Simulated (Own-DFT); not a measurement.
# Computed records: SiC (4H silicon carbide, atoms displaced)

Computed with Own-DFT development build. A calculation, not a measurement: plane-wave PBE density functional theory by an unreviewed code, no spin, of a simulated periodic cell, stress positive in tension, free energy of the whole cell less one offset for each atom, forces on such cells passed a denser k mesh, this cell's mesh not checked; offsets are fitted by least squares, one for each functional and potential file, so energies compare only between cells with the same atoms and settings and are not formation energies; the far tail of each file's local potential was reset to the Coulomb form; each entry is a single point on an unrelaxed cell, so the pressure reflects the starting lattice, mostly measured values (interpolated for alloys), from which strain is counted, and rises with the displacements; printed positions are rounded, which can move forces by about a meV/angstrom; the program, named Own-DFT, is a retired in-house code; no spin-orbit coupling.

Common to all runs: functional PBE; potential files PseudoDojo norm-conserving, scalar-relativistic, standard set; wave cutoff 42 hartree; occupations Fermi-Dirac; smearing width 0.1 eV; hardware one NVIDIA H100; k mesh 4 x 4 x 3 centred on Gamma.

(1) SiC (4H silicon carbide, atoms displaced)

```cif
# cell vector a (Å): 9.2481 0.0000 0.0000
# cell vector b (Å): -4.6241 8.0091 0.0000
# cell vector c (Å): 0.0000 0.0000 10.0681
data_SiC
_symmetry_space_group_name_H-M 'P 1'
_symmetry_Int_Tables_number 1
_cell_length_a 9.2481
_cell_length_b 9.2481
_cell_length_c 10.0681
_cell_angle_alpha 90.000
_cell_angle_beta 90.000
_cell_angle_gamma 120.000
_cell_volume 745.73
loop_
_atom_site_label
_atom_site_type_symbol
_atom_site_fract_x
_atom_site_fract_y
_atom_site_fract_z
_atom_site_occupancy
Si1 Si 0.00324 0.99732 0.40721 1
Si2 Si 0.10955 0.22750 0.16005 1
C1 C 0.99265 0.00059 0.08409 1
C2 C 0.11008 0.22718 0.35172 1
Si3 Si 0.00616 0.32523 0.40481 1
Si4 Si 0.09609 0.54334 0.15600 1
C3 C 0.01520 0.33710 0.09950 1
C4 C 0.11875 0.55466 0.35280 1
Si5 Si 0.99056 0.67204 0.40760 1
Si6 Si 0.10720 0.87121 0.14559 1
C5 C 0.00288 0.64982 0.10514 1
C6 C 0.10913 0.88811 0.34617 1
Si7 Si 0.33217 0.99528 0.40323 1
Si8 Si 0.43665 0.22980 0.15183 1
C7 C 0.31927 0.99593 0.10022 1
C8 C 0.43895 0.22132 0.34702 1
Si9 Si 0.33228 0.32990 0.40650 1
Si10 Si 0.43938 0.55232 0.15022 1
C9 C 0.33873 0.33055 0.09005 1
C10 C 0.44234 0.56101 0.33265 1
Si11 Si 0.32843 0.67214 0.40643 1
Si12 Si 0.43188 0.88522 0.14249 1
C11 C 0.33250 0.66728 0.09831 1
C12 C 0.45533 0.87383 0.33759 1
Si13 Si 0.65666 0.99513 0.40779 1
Si14 Si 0.78033 0.22653 0.15332 1
C13 C 0.67453 0.00914 0.09323 1
C14 C 0.77416 0.21587 0.35109 1
Si15 Si 0.66991 0.33082 0.39206 1
Si16 Si 0.77466 0.55173 0.16650 1
C15 C 0.65268 0.33122 0.09399 1
C16 C 0.77004 0.54292 0.34546 1
Si17 Si 0.65385 0.66086 0.41612 1
Si18 Si 0.77327 0.88946 0.15384 1
C17 C 0.66948 0.67638 0.08335 1
C18 C 0.78756 0.89124 0.33797 1
Si19 Si 0.00609 0.00288 0.91256 1
Si20 Si 0.89304 0.78059 0.63769 1
C19 C 0.01132 0.01063 0.59125 1
C20 C 0.88664 0.78035 0.84754 1
Si21 Si 0.00051 0.66986 0.90798 1
Si22 Si 0.88543 0.44551 0.65618 1
C21 C 0.00596 0.68266 0.59882 1
C22 C 0.88358 0.44511 0.84836 1
Si23 Si 0.01310 0.33489 0.90260 1
Si24 Si 0.89811 0.11310 0.64788 1
C23 C 0.99282 0.33689 0.59129 1
C24 C 0.88389 0.11184 0.84925 1
Si25 Si 0.67443 0.00233 0.90971 1
Si26 Si 0.55587 0.78222 0.64807 1
C25 C 0.67120 0.99660 0.59223 1
C26 C 0.55364 0.77503 0.83266 1
Si27 Si 0.66067 0.65669 0.91239 1
Si28 Si 0.55985 0.45221 0.65720 1
C27 C 0.66294 0.67056 0.60107 1
C28 C 0.55963 0.44637 0.84487 1
Si29 Si 0.66801 0.34211 0.91340 1
Si30 Si 0.56226 0.10997 0.65318 1
C29 C 0.67306 0.33281 0.59866 1
C30 C 0.55062 0.10939 0.85001 1
Si31 Si 0.32771 0.98980 0.91044 1
Si32 Si 0.23184 0.78160 0.65404 1
C31 C 0.33157 0.99693 0.59580 1
C32 C 0.22739 0.77491 0.84380 1
Si33 Si 0.34190 0.66694 0.91036 1
Si34 Si 0.20644 0.44079 0.65329 1
C33 C 0.33920 0.68543 0.59013 1
C34 C 0.22970 0.45290 0.83722 1
Si35 Si 0.33404 0.33655 0.90205 1
Si36 Si 0.21802 0.10715 0.65265 1
C35 C 0.33456 0.35540 0.60093 1
C36 C 0.22398 0.11161 0.83844 1
```

The calculation gives: free energy of cell above offsets -3.329 eV; pressure 6.04 GPa; stress xx -6.87 GPa; stress yy -5.98 GPa; stress zz -5.28 GPa; stress yz -0.28 GPa; stress xz -0.04 GPa; stress xy 1.13 GPa; wall time 364.1 s.

Force:
```tsv
element	x (eV/Å)	y (eV/Å)	z (eV/Å)
Si	-0.858	0.929	-1.159
Si	2.575	-2.23	0.276
C	1.456	-0.066	4.13
C	3.079	-2.479	-1.987
Si	-4.114	2.687	1.222
Si	5.003	1.062	2.998
C	-3.066	-0.853	-2.153
C	-3.377	-0.88	-1.672
Si	2.497	-1.455	0.376
Si	-2.948	1.55	2.662
C	-4.589	1.901	-2.639
C	0.506	-0.171	-1.5
Si	0.809	-0.232	0.362
Si	2.316	-2.966	2.18
C	1.647	1.093	-1.52
C	0.988	-0.478	-1.142
Si	-0.7	2.245	0.876
Si	1.001	1.22	0.435
C	-4.01	1.599	-0.755
C	0.449	-1.39	2.474
Si	2.013	-1.336	-0.135
Si	2.592	1.192	2.555
C	-0.693	-1.369	-1.767
C	-3.89	2.468	-1.051
Si	2.901	0.298	-0.763
Si	-0.184	-0.484	0.867
C	-1.509	-1.163	0.029
C	1.034	0.48	-2.086
Si	-1.023	-1.466	3.488
Si	-0.866	0.708	-2.5
C	2.101	0.753	1.248
C	-0.695	2.778	0.83
Si	0.663	0.674	-2.672
Si	0.71	0.362	-0.087
C	0.058	-1.784	4.099
C	-1.166	-0.926	1.869
Si	-1.126	-0.387	-3.763
Si	-1.889	1.352	4.517
C	-1.317	-1.811	-0.905
C	0.583	-0.136	-0.691
Si	0.142	-0.597	-0.73
Si	0.134	1.22	0.977
C	1.641	-2.909	-1.642
C	1.801	0.253	-0.09
Si	-2.236	0.075	0.549
Si	-1.901	0.178	2.299
C	0.898	-0.76	0.071
C	2.699	0.871	-1.955
Si	-2.128	-0.811	-1.216
Si	-0.415	-0.348	2.044
C	-0.059	1.107	-0.402
C	0.726	0.498	2.46
Si	0.277	2.537	-3.977
Si	0.096	-1.464	0.606
C	1.415	-0.118	-1.939
C	-0.853	-0.511	0.001
Si	0.251	-2.114	-1.845
Si	-1.183	0.152	1.701
C	-2.153	0.205	-1.98
C	0.939	0.369	-0.243
Si	0.017	1.653	-1.295
Si	-2.151	0.517	1.447
C	0.611	1.519	-1.273
C	-0.807	-0.491	0.554
Si	-0.946	0.642	-1.142
Si	1.18	2.668	0.105
C	0.942	-3.016	-0.472
C	-0.326	-0.995	1.161
Si	0.746	-0.838	-0.78
Si	2.03	2.261	1.082
C	1.805	-2.873	-1.876
C	-0.153	-0.167	1.25
```

(2) SiC (4H silicon carbide, atoms displaced)

```cif
# cell vector a (Å): 9.2481 0.0000 0.0000
# cell vector b (Å): -4.6241 8.0091 0.0000
# cell vector c (Å): 0.0000 0.0000 10.0681
data_SiC
_symmetry_space_group_name_H-M 'P 1'
_symmetry_Int_Tables_number 1
_cell_length_a 9.2481
_cell_length_b 9.2481
_cell_length_c 10.0681
_cell_angle_alpha 90.000
_cell_angle_beta 90.000
_cell_angle_gamma 120.000
_cell_volume 745.73
loop_
_atom_site_label
_atom_site_type_symbol
_atom_site_fract_x
_atom_site_fract_y
_atom_site_fract_z
_atom_site_occupancy
Si1 Si 0.99426 0.00129 0.40586 1
Si2 Si 0.11136 0.21735 0.15456 1
C1 C 0.00445 0.01913 0.09659 1
C2 C 0.11515 0.22948 0.35491 1
Si3 Si 0.00400 0.34244 0.40856 1
Si4 Si 0.11606 0.56578 0.15723 1
C3 C 0.99651 0.33276 0.09637 1
C4 C 0.10911 0.55906 0.35647 1
Si5 Si 0.99763 0.67755 0.41271 1
Si6 Si 0.11932 0.90018 0.15571 1
C5 C 0.98906 0.65150 0.09724 1
C6 C 0.10438 0.88814 0.33636 1
Si7 Si 0.32490 0.98647 0.40209 1
Si8 Si 0.44658 0.22194 0.15890 1
C7 C 0.33530 0.98567 0.10796 1
C8 C 0.44179 0.22271 0.34932 1
Si9 Si 0.32982 0.32707 0.40097 1
Si10 Si 0.44300 0.56785 0.14795 1
C9 C 0.32749 0.33082 0.09843 1
C10 C 0.43713 0.54779 0.33788 1
Si11 Si 0.33502 0.67105 0.41516 1
Si12 Si 0.44852 0.89026 0.15632 1
C11 C 0.33750 0.65725 0.09540 1
C12 C 0.45645 0.89855 0.33668 1
Si13 Si 0.67265 0.00014 0.41427 1
Si14 Si 0.77003 0.21424 0.16224 1
C13 C 0.66243 0.98957 0.09015 1
C14 C 0.76955 0.21814 0.35644 1
Si15 Si 0.67562 0.33853 0.39980 1
Si16 Si 0.77175 0.55357 0.15883 1
C15 C 0.66048 0.32583 0.08024 1
C16 C 0.76957 0.54734 0.35270 1
Si17 Si 0.66156 0.66974 0.40910 1
Si18 Si 0.76795 0.87438 0.15781 1
C17 C 0.67869 0.67546 0.09378 1
C18 C 0.76926 0.87297 0.34828 1
Si19 Si 0.00309 0.99795 0.89771 1
Si20 Si 0.90147 0.77001 0.65194 1
C19 C 0.99600 0.00042 0.59806 1
C20 C 0.89035 0.79828 0.84015 1
Si21 Si 0.00554 0.67062 0.89142 1
Si22 Si 0.89865 0.44670 0.65585 1
C21 C 0.00120 0.67050 0.59111 1
C22 C 0.88601 0.43928 0.84739 1
Si23 Si 0.00607 0.33614 0.89958 1
Si24 Si 0.89751 0.11700 0.64948 1
C23 C 0.00219 0.33092 0.58341 1
C24 C 0.88854 0.10620 0.84079 1
Si25 Si 0.66252 0.99722 0.90648 1
Si26 Si 0.56425 0.79563 0.65630 1
C25 C 0.66444 0.99921 0.60192 1
C26 C 0.56402 0.77858 0.84968 1
Si27 Si 0.66733 0.66729 0.90669 1
Si28 Si 0.56382 0.44749 0.65444 1
C27 C 0.66976 0.67202 0.58769 1
C28 C 0.56015 0.44362 0.83538 1
Si29 Si 0.65736 0.34265 0.91341 1
Si30 Si 0.57633 0.13200 0.65652 1
C29 C 0.66325 0.31771 0.59597 1
C30 C 0.55538 0.11769 0.85193 1
Si31 Si 0.33277 0.00830 0.90434 1
Si32 Si 0.21638 0.77873 0.66556 1
C31 C 0.33135 0.00378 0.58542 1
C32 C 0.22330 0.77789 0.84420 1
Si33 Si 0.31683 0.64969 0.91037 1
Si34 Si 0.22429 0.43880 0.64717 1
C33 C 0.32410 0.66835 0.59001 1
C34 C 0.23355 0.44856 0.83656 1
Si35 Si 0.33691 0.34097 0.91388 1
Si36 Si 0.22896 0.12577 0.66358 1
C35 C 0.33662 0.33566 0.59914 1
C36 C 0.22257 0.10851 0.83467 1
```

Results for SiC (4H silicon carbide, atoms displaced): free energy of cell above offsets -1.383 eV; pressure 6.74 GPa; stress xx -4.66 GPa; stress yy -8.17 GPa; stress zz -7.38 GPa; stress yz 1.11 GPa; stress xz -0.54 GPa; stress xy 2.27 GPa; wall time 354.9 s.

Force:
```tsv
element	x (eV/Å)	y (eV/Å)	z (eV/Å)
Si	1.038	0.136	0.724
Si	-2.038	3.882	2.243
C	0.972	-5.663	-1.881
C	-1.499	-1.758	-2.283
Si	-0.128	-0.953	-2.088
Si	-0.092	-2.501	1.325
C	0.604	0.346	-0.091
C	-0.195	1.497	-1.797
Si	0.769	-1.642	-2.636
Si	-1.808	-2.358	-0.658
C	0.065	3.188	-1.634
C	-0.067	0.425	1.822
Si	0.266	2.173	0.208
Si	-0.416	-0.468	0.351
C	-2.377	2.976	-3.305
C	1.41	-0.775	-1.285
Si	0.625	1.428	1.617
Si	4.857	-3.721	3.258
C	1.687	0.985	-1.026
C	-0.021	1.589	0.937
Si	0.144	-0.214	-3.189
Si	1.728	-1.703	-0.009
C	-5.279	3.184	-1.815
C	-0.436	-1.654	2.173
Si	-1.227	-0.743	-0.573
Si	0.938	0.397	-1.253
C	0.244	0.983	1.192
C	2.468	0.311	-2.279
Si	-2.591	-2.496	2.74
Si	1.155	-0.815	0.267
C	-0.264	0.767	6.184
C	0.202	2.943	-1.507
Si	0.002	-3.6	-0.511
Si	0.62	4.485	0.623
C	-1.229	-3.536	-1.128
C	-0.124	3.694	-1.27
Si	-1.064	3.54	2.125
Si	-5.584	3.29	1.286
C	1.958	-0.375	-1.423
C	1.962	-5.765	-0.794
Si	-2.14	-0.908	3.223
Si	-1.255	-1.201	0.122
C	2.046	-1.8	1.145
C	-0.115	1.357	-1.498
Si	-0.504	-1.431	1.597
Si	-1.161	-1.382	1.833
C	-0.118	0.847	2.976
C	-0.366	1.596	-0.167
Si	0.641	0.959	-0.266
Si	-0.028	-4.649	1.592
C	0.81	3.049	-1.756
C	-2.62	-0.578	-1.016
Si	0.909	0.521	-0.753
Si	-0.592	-0.18	-1.268
C	0.403	-0.391	2.084
C	-1.82	1.526	2.223
Si	3.191	-1.676	-3.993
Si	-2.184	-8.017	2.754
C	0.233	8.681	-2.96
C	0.344	-0.238	-1.226
Si	1.509	-1.264	0.943
Si	1.65	1.505	-3.071
C	0.43	-0.282	2.326
C	0.45	0.387	1.129
Si	1.879	3.357	-0.782
Si	-0.563	1.873	0.636
C	1.501	0.35	2.837
C	-1.485	-1.634	0.252
Si	0.591	-1.326	-1.656
Si	0.43	-2.513	-4.299
C	0.981	0.733	-1.766
C	-0.323	1.248	4.164
```

(3) SiC (4H silicon carbide, atoms displaced)

```cif
# cell vector a (Å): 9.2481 0.0000 0.0000
# cell vector b (Å): -4.6241 8.0091 0.0000
# cell vector c (Å): 0.0000 0.0000 10.0681
data_SiC
_symmetry_space_group_name_H-M 'P 1'
_symmetry_Int_Tables_number 1
_cell_length_a 9.2481
_cell_length_b 9.2481
_cell_length_c 10.0681
_cell_angle_alpha 90.000
_cell_angle_beta 90.000
_cell_angle_gamma 120.000
_cell_volume 745.73
loop_
_atom_site_label
_atom_site_type_symbol
_atom_site_fract_x
_atom_site_fract_y
_atom_site_fract_z
_atom_site_occupancy
Si1 Si 0.99719 0.99070 0.40459 1
Si2 Si 0.10791 0.21885 0.15129 1
C1 C 0.99206 0.99232 0.08963 1
C2 C 0.11332 0.22009 0.34191 1
Si3 Si 0.01068 0.33558 0.40755 1
Si4 Si 0.10907 0.54801 0.16114 1
C3 C 0.99960 0.33427 0.09601 1
C4 C 0.11941 0.55983 0.35235 1
Si5 Si 0.99540 0.66156 0.40280 1
Si6 Si 0.11009 0.88878 0.16263 1
C5 C 0.99756 0.66102 0.09985 1
C6 C 0.12231 0.89131 0.34865 1
Si7 Si 0.32550 0.99514 0.40215 1
Si8 Si 0.44850 0.21775 0.15344 1
C7 C 0.32778 0.00051 0.08891 1
C8 C 0.44214 0.21946 0.34983 1
Si9 Si 0.33059 0.33699 0.40061 1
Si10 Si 0.45079 0.56676 0.15009 1
C9 C 0.33295 0.33240 0.09805 1
C10 C 0.44228 0.56616 0.34490 1
Si11 Si 0.31634 0.64445 0.40267 1
Si12 Si 0.45014 0.89948 0.16557 1
C11 C 0.32699 0.67192 0.09019 1
C12 C 0.45336 0.90393 0.34433 1
Si13 Si 0.65777 0.98848 0.41274 1
Si14 Si 0.78049 0.21875 0.15171 1
C13 C 0.65643 0.99999 0.08749 1
C14 C 0.78407 0.22893 0.34206 1
Si15 Si 0.66661 0.32999 0.40804 1
Si16 Si 0.77309 0.55644 0.15960 1
C15 C 0.67772 0.33119 0.09297 1
C16 C 0.76224 0.54202 0.35508 1
Si17 Si 0.65787 0.66358 0.41630 1
Si18 Si 0.77797 0.88215 0.15952 1
C17 C 0.66742 0.66974 0.08975 1
C18 C 0.77363 0.88526 0.34882 1
Si19 Si 0.99478 0.00383 0.89792 1
Si20 Si 0.88778 0.78408 0.65888 1
C19 C 0.99062 0.98735 0.59263 1
C20 C 0.87380 0.78035 0.84209 1
Si21 Si 0.99617 0.66941 0.90425 1
Si22 Si 0.89494 0.44828 0.65112 1
C21 C 0.00943 0.66637 0.58340 1
C22 C 0.90427 0.45795 0.84761 1
Si23 Si 0.00132 0.34824 0.91709 1
Si24 Si 0.89215 0.10727 0.65724 1
C23 C 0.00190 0.33563 0.59158 1
C24 C 0.88015 0.10955 0.83356 1
Si25 Si 0.66638 0.00853 0.91106 1
Si26 Si 0.55109 0.78009 0.66398 1
C25 C 0.67457 0.00171 0.59882 1
C26 C 0.55991 0.77914 0.85248 1
Si27 Si 0.65455 0.65692 0.91596 1
Si28 Si 0.55262 0.44945 0.65103 1
C27 C 0.67406 0.67697 0.58310 1
C28 C 0.56077 0.43949 0.85405 1
Si29 Si 0.66055 0.32984 0.90859 1
Si30 Si 0.55890 0.11566 0.65544 1
C29 C 0.67289 0.34076 0.58794 1
C30 C 0.55683 0.10684 0.83768 1
Si31 Si 0.32688 0.99668 0.89237 1
Si32 Si 0.22104 0.76930 0.66315 1
C31 C 0.33655 0.99579 0.59565 1
C32 C 0.23332 0.78340 0.84890 1
Si33 Si 0.33886 0.67285 0.89343 1
Si34 Si 0.21220 0.44477 0.66438 1
C33 C 0.33024 0.67003 0.59069 1
C34 C 0.22194 0.44257 0.84579 1
Si35 Si 0.32406 0.33558 0.90246 1
Si36 Si 0.21875 0.10664 0.66962 1
C35 C 0.32569 0.32497 0.59246 1
C36 C 0.22497 0.10207 0.84144 1
```

Results for SiC (4H silicon carbide, atoms displaced): free energy of cell above offsets -4.468 eV; pressure 5.67 GPa; stress xx -5.99 GPa; stress yy -3.79 GPa; stress zz -7.24 GPa; stress yz -0.22 GPa; stress xz -1.41 GPa; stress xy 0.25 GPa; wall time 357.2 s.

Force:
```tsv
element	x (eV/Å)	y (eV/Å)	z (eV/Å)
Si	-0.063	1.253	0.565
Si	0.63	-0.215	0.871
C	0.435	0.969	0.248
C	-0.687	-0.675	-0.197
Si	-1.658	-1.113	-0.429
Si	0.007	1.852	-0.262
C	0.7	-0.733	0.207
C	-4.028	-2.573	-2.877
Si	0.002	0.322	0.225
Si	0.528	-0.193	-1.686
C	-0.599	0.788	-0.167
C	-3.854	-2.352	-1.532
Si	3.106	2.244	2.741
Si	-0.721	0.511	0.741
C	0.623	-0.19	0.104
C	-0.13	0.517	-1.308
Si	1.303	-0.705	0.764
Si	-1.92	-1.336	0.922
C	0.107	0.618	-1.297
C	1.94	-1.963	-1.057
Si	2.509	5.776	2.409
Si	-1.554	-1.383	-2.48
C	1.428	-0.193	0.285
C	-1.047	-2.634	0.605
Si	1.123	2.72	-0.125
Si	-0.441	-0.162	1.866
C	2.364	0.147	2.078
C	0.673	-1.215	0.427
Si	-0.131	-1.543	-0.64
Si	0.985	-1.029	0.373
C	-2.209	0.562	0.044
C	0.476	3.028	-2.298
Si	0.499	0.117	-4.269
Si	-1.571	1.424	-0.336
C	0.418	-0.638	2.479
C	0.661	-0.497	-1.095
Si	0.158	-0.758	1.175
Si	0.856	-2.765	-0.83
C	1.147	2.938	0.08
C	1.887	-0.662	0.708
Si	0.202	1.41	1.27
Si	-0.64	-0.017	0.622
C	-1.616	0.364	2.631
C	-2.136	-1.54	-1.521
Si	1.128	-1.822	-2.249
Si	-0.739	0.889	-1.88
C	0.125	-1.113	0.65
C	0.939	1.682	3.502
Si	0.725	-1.439	-1.928
Si	1.135	0.062	-1.317
C	-1.525	-0.363	-0.504
C	-0.526	-0.025	-1.202
Si	1.063	1.049	-2.901
Si	0.938	-0.473	0.507
C	-1.366	-1.124	5.707
C	-3.141	0.828	-2.204
Si	2.556	-0.468	-0.216
Si	0.354	-0.138	-1.105
C	-0.42	-0.628	2.192
C	-1.308	1.235	1.161
Si	2.963	0.738	3.374
Si	-0.753	1.96	-1.879
C	-1.03	0.126	0.174
C	-2.511	-1.876	-1.621
Si	0.095	-0.907	3.545
Si	1.885	-0.148	-2.271
C	1.388	-1.321	1.15
C	-1.559	1.095	0.084
Si	3.295	-1.349	1.802
Si	0.681	-0.312	-5.388
C	-0.505	1.292	0.811
C	-3.647	2.073	1.978
```

(4) SiC (4H silicon carbide, atoms displaced)

```cif
# cell vector a (Å): 9.2481 0.0000 0.0000
# cell vector b (Å): -4.6241 8.0091 0.0000
# cell vector c (Å): 0.0000 0.0000 10.0681
data_SiC
_symmetry_space_group_name_H-M 'P 1'
_symmetry_Int_Tables_number 1
_cell_length_a 9.2481
_cell_length_b 9.2481
_cell_length_c 10.0681
_cell_angle_alpha 90.000
_cell_angle_beta 90.000
_cell_angle_gamma 120.000
_cell_volume 745.73
loop_
_atom_site_label
_atom_site_type_symbol
_atom_site_fract_x
_atom_site_fract_y
_atom_site_fract_z
_atom_site_occupancy
Si1 Si 0.00203 0.00433 0.40252 1
Si2 Si 0.11441 0.21683 0.16462 1
C1 C 0.00406 0.00235 0.09389 1
C2 C 0.12418 0.22663 0.33606 1
Si3 Si 0.99836 0.33114 0.41472 1
Si4 Si 0.10163 0.55218 0.15259 1
C3 C 0.98478 0.33689 0.08544 1
C4 C 0.11630 0.55358 0.34460 1
Si5 Si 0.99771 0.66523 0.40287 1
Si6 Si 0.11240 0.89220 0.15223 1
C5 C 0.99726 0.66880 0.09246 1
C6 C 0.11174 0.89081 0.33622 1
Si7 Si 0.34091 0.01317 0.39905 1
Si8 Si 0.44648 0.21785 0.14414 1
C7 C 0.32313 0.00029 0.08849 1
C8 C 0.44886 0.22664 0.34215 1
Si9 Si 0.33257 0.33332 0.41003 1
Si10 Si 0.45114 0.55820 0.15575 1
C9 C 0.32740 0.32272 0.09638 1
C10 C 0.43828 0.55446 0.34108 1
Si11 Si 0.33449 0.67738 0.41336 1
Si12 Si 0.44616 0.89286 0.16270 1
C11 C 0.31267 0.65533 0.09767 1
C12 C 0.44769 0.89266 0.34714 1
Si13 Si 0.66619 0.99989 0.40872 1
Si14 Si 0.78426 0.22953 0.16025 1
C13 C 0.65464 0.99459 0.10160 1
C14 C 0.77131 0.20930 0.34700 1
Si15 Si 0.67338 0.34214 0.41098 1
Si16 Si 0.78244 0.56255 0.15522 1
C15 C 0.66459 0.33149 0.09331 1
C16 C 0.78265 0.56386 0.34289 1
Si17 Si 0.66229 0.66290 0.40871 1
Si18 Si 0.76916 0.87426 0.14063 1
C17 C 0.67124 0.66347 0.10466 1
C18 C 0.77370 0.88442 0.33285 1
Si19 Si 0.01029 0.00964 0.89259 1
Si20 Si 0.89031 0.78282 0.64453 1
C19 C 0.99488 0.99481 0.58636 1
C20 C 0.89008 0.78147 0.83888 1
Si21 Si 0.99743 0.67136 0.89450 1
Si22 Si 0.88441 0.44270 0.65893 1
C21 C 0.99816 0.65806 0.58545 1
C22 C 0.88678 0.45370 0.85414 1
Si23 Si 0.99161 0.33471 0.90944 1
Si24 Si 0.88308 0.09900 0.65057 1
C23 C 0.99240 0.33921 0.59115 1
C24 C 0.88789 0.11092 0.84763 1
Si25 Si 0.66375 0.99457 0.90512 1
Si26 Si 0.55730 0.77011 0.65433 1
C25 C 0.67499 0.00190 0.59176 1
C26 C 0.54335 0.77393 0.84964 1
Si27 Si 0.68633 0.67643 0.90314 1
Si28 Si 0.54125 0.43977 0.65099 1
C27 C 0.66732 0.66144 0.58682 1
C28 C 0.55309 0.44220 0.83695 1
Si29 Si 0.66878 0.33812 0.91134 1
Si30 Si 0.55421 0.10521 0.65272 1
C29 C 0.65396 0.32604 0.59824 1
C30 C 0.55045 0.10667 0.86052 1
Si31 Si 0.32642 0.98821 0.90502 1
Si32 Si 0.22780 0.76916 0.65581 1
C31 C 0.32646 0.99492 0.59196 1
C32 C 0.20912 0.77898 0.83819 1
Si33 Si 0.33473 0.67169 0.91302 1
Si34 Si 0.21368 0.44366 0.66153 1
C33 C 0.32803 0.65533 0.58535 1
C34 C 0.20672 0.43811 0.84838 1
Si35 Si 0.34655 0.33655 0.90381 1
Si36 Si 0.22202 0.09801 0.66497 1
C35 C 0.34092 0.33928 0.59935 1
C36 C 0.21606 0.11084 0.84704 1
```

The calculation gives: free energy of cell above offsets -4.533 eV; pressure 5.73 GPa; stress xx -6.27 GPa; stress yy -4.53 GPa; stress zz -6.39 GPa; stress yz 0.85 GPa; stress xz 1.24 GPa; stress xy -2.65 GPa; wall time 342.4 s.

Force:
```tsv
element	x (eV/Å)	y (eV/Å)	z (eV/Å)
Si	-0.106	-1.152	-1.889
Si	-1.593	0.536	-3.883
C	-1.335	-0.707	-1.646
C	-2.177	-0.606	4.38
Si	0.249	0.404	-3.114
Si	-0.491	-0.292	1.386
C	2.794	-0.537	2.484
C	-1.641	-0.093	-0.25
Si	1.427	0.715	-0.698
Si	-0.903	-0.834	0.391
C	0.222	0.607	-1.157
C	0.502	0.174	1.536
Si	-0.712	-1.985	0.856
Si	-1.106	0.531	2.258
C	2.306	-0.751	0.526
C	0.24	0.981	-0.345
Si	0.929	0.762	-0.794
Si	-2.213	-1.699	0.314
C	0.925	2.18	-1.408
C	0.66	0.606	1.316
Si	0.55	-1.761	-3.906
Si	-1.869	-1.644	-0.818
C	3.339	2.38	-0.651
C	-0.824	0.285	0.546
Si	1.061	-1.528	-1.495
Si	-1.565	-2.273	-0.019
C	2.379	0.727	-2.146
C	0.274	3.363	0.029
Si	-0.221	-1.269	-0.991
Si	0.935	-1.889	0.924
C	0.39	1.175	0.659
C	-0.265	-1.407	0.228
Si	-0.342	0.915	-2.755
Si	0.141	4.613	3.092
C	-1.187	-1.172	-4.013
C	0.206	0.487	1.808
Si	-2.749	-1.563	3.695
Si	0.93	-2.406	0.774
C	0.993	1.553	0.737
C	0.698	1.519	-1.488
Si	-0.108	-0.175	2.737
Si	-1.426	0.184	0.244
C	-0.338	1.242	1.733
C	0.448	-1.585	-2.566
Si	0.251	-0.405	-1.056
Si	0.581	2.793	1.694
C	1.819	-2.019	1.982
C	-0.585	-0.196	-1.558
Si	-0.553	0.794	1.642
Si	-1.013	0.411	0.202
C	-2.041	-1.946	0.435
C	2.887	0.241	-1.514
Si	-3.727	-2.408	0.944
Si	4.21	1.489	1.492
C	-0.491	0.261	1.939
C	1.353	1.661	0.963
Si	-0.573	-1.069	-0.893
Si	-0.733	0.105	1.554
C	1.084	0.962	-0.402
C	0.447	0.587	-2.953
Si	-0.575	1.807	0.397
Si	-2.13	0.663	-1.242
C	1.711	-0.528	-0.218
C	2.842	-0.615	0.129
Si	-2.219	-2.165	-0.133
Si	0.693	-0.927	-0.317
C	0.889	1.324	3.641
C	2.071	1.449	-0.352
Si	-3.528	-0.679	1.278
Si	-1.176	1.875	-1.678
C	-4.521	-3.138	-1.375
C	3.598	1.064	-1.222
```
